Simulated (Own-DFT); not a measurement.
# Which defects push the lattice out? C11b WSi2

Calculated, not measured: single-point runs of Own-DFT, a retired in-house plane-wave DFT program that no person has reviewed, on unrelaxed cells, without spin or spin-orbit coupling.

Common settings: PBE; PseudoDojo norm-conserving scalar-relativistic files; cutoff 50 hartree; 5 x 5 x 5 k mesh centred on Gamma; cold (Marzari-Vanderbilt) smearing of 0.2 eV.

Known weak points: forces on such cells failed a check on a denser k mesh; stress not checked against mesh or cutoff.

All runs share one cell, with vectors in Å (-2.148, -5.953, 3.409); (-6.444, 2.976, 1.136); (-2.553, -2.948, -6.757) and a volume of 403.2 Å³. The atoms are randomly displaced, by u rms on each axis. The defect's site can differ from row to row.

| cell | formula | u (Å) | P (GPa) |
|---|---|---|---|
| no defect | Si20W10 | 0.0207 | 4.49 |
| no defect | Si20W10 | 0.0512 | 6.29 |
| no defect | Si20W10 | 0.0548 | 6.89 |
| one Si on a W site | Si21W9 | 0.0308 | 6.32 |
| one Si on a W site | Si21W9 | 0.0463 | 7.51 |
| one Si on a W site | Si21W9 | 0.0547 | 7.96 |
| one W on a Si site | Si19W11 | 0.0286 | 9.76 |
| one W on a Si site | Si19W11 | 0.0474 | 11.52 |
| one W on a Si site | Si19W11 | 0.0549 | 11.91 |
| one Si vacancy | Si19W10 | 0.0293 | 3.25 |
| one Si vacancy | Si19W10 | 0.0297 | 3.24 |
| one Si vacancy | Si19W10 | 0.0485 | 4.32 |
| one Si vacancy | Si19W10 | 0.0528 | ? |

## What the rows give

P = P0 + c u² + a shift for each defect gives P0 = 4.11 GPa, c = 880 ± 59 GPa/Å² and a scatter of 0.19 GPa. The shifts, and each times the cell's volume:

- one W on a Si site: 5.17 ± 0.15 GPa, 13.0 eV
- one Si on a W site: 1.36 ± 0.15 GPa, 3.4 eV
- one Si vacancy: -1.71 ± 0.16 GPa, -4.3 eV

A positive shift means that the defect pushes the cell outwards. Shift times volume (160.2 GPa Å³ is 1 eV) depends little on the cell's size, so, taken for each site, it can be compared between cells at like pressure. The atoms around the defects weren't relaxed, which would change these numbers.

## Check

Question: what pressure belongs in the blank (one Si vacancy, u = 0.0528 Å)?

The fit gives 4.85 ± 0.23 GPa. The run itself gave 4.58 GPa.
